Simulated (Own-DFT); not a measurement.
# Hybrid less PBE against volume: monoclinic HfO2, 94 atoms (Hf32O62), with two O vacancies

All values are computed. Each geometry was run twice at fixed positions with Own-DFT, a retired in-house plane-wave program that no person has reviewed: with PBE, and with HSE06 (exact exchange share 0.25 at short range, screening 0.11 per bohr, Gygi-Baldereschi treatment of its divergence). Both used PseudoDojo norm-conserving files made for PBE, a cutoff of 48 hartree, the Gamma point alone, fixed occupations, a neutral cell and no spin. With Gamma alone and a thickness of 10.1 Å, finite-size errors remain in every number. The hafnium file keeps the 4f electrons in the core, and its forces lie about 75 meV/Å off all-electron values. The oxygen file's force components were 24 meV/Å off all-electron values in a glass.

Unstrained cell vectors in Å: (10.234, 0.000, 0.000); (0.000, 10.350, 0.000); (-1.696, 0.000, 10.445), volume V0 = 1106.4 Å³, from measured lattice constants. Each geometry has its own random strain of a few per cent, its own defect sites and random moves of rms u per axis. HSE06 gave the energy alone. D is its energy less that of PBE, over the lowest D shown. The PBE stress wasn't checked against mesh or cutoff.

| run | V - V0 (Å³) | u (Å) | P with PBE (GPa) | D (eV) |
|---|---|---|---|---|
| 1 | -3.3 | 0.0521 | 6.10 | 1.343 |
| 2 | -29.0 | 0.0492 | 12.75 | 0.665 |
| 3 | -4.1 | 0.0287 | 4.72 | 1.099 |
| 4 | -11.2 | 0.0302 | 6.14 | 0.915 |
| 5 | -21.7 | 0.0315 | 9.54 | 0.722 |
| 6 | 20.3 | 0.0498 | 0.52 | 1.884 |
| 7 | -32.5 | 0.0310 | 12.43 | 0.376 |
| 8 | -23.4 | 0.0493 | 10.12 | 0.811 |
| 9 | -48.9 | 0.0325 | 15.56 | 0.000 |
| 10 | -32.9 | 0.0536 | 14.50 | 0.589 |
| 11 | -23.3 | 0.0293 | 9.21 | 0.518 |
| 12 | -20.0 | 0.0290 | 8.69 | 0.652 |
| 13 | 5.6 | 0.0444 | 2.49 | 1.543 |
| 14 | -1.2 | 0.0302 | 5.04 | ? |

## Worked fit

D = 1.09 + 0.0255 (V - V0) + 127 u² eV, with an error of 0.0007 on the volume slope, 15 on the last term and a scatter of 0.04 eV. Pressure is -dE/dV, and 1 eV/Å³ is 160.2 GPa, so HSE06 changes the pressure by -4.1 ± 0.1 GPa. With the ions held to the strained lattice, the PBE pressure falls by 280 ± 10 GPa per unit of volume strain; the shape of the strain isn't fitted, so the true error is larger, and a relaxed crystal would be softer. On that slope HSE06's volume at a given pressure is about 1.5 % smaller, or 0.5 % in lengths. At u = 0 and V0 the PBE pressure is 2.6 GPa, which puts the zero-pressure volume, against the measured cell and with the defects in, at +0.9 % for PBE and -0.5 % for HSE06, each good to a few tenths of a per cent.

## Test on the hidden row

Question: what D should run 14 give?

Estimate: 1.17 eV, with rows scattering by 0.04. DFT gave 1.065 eV.
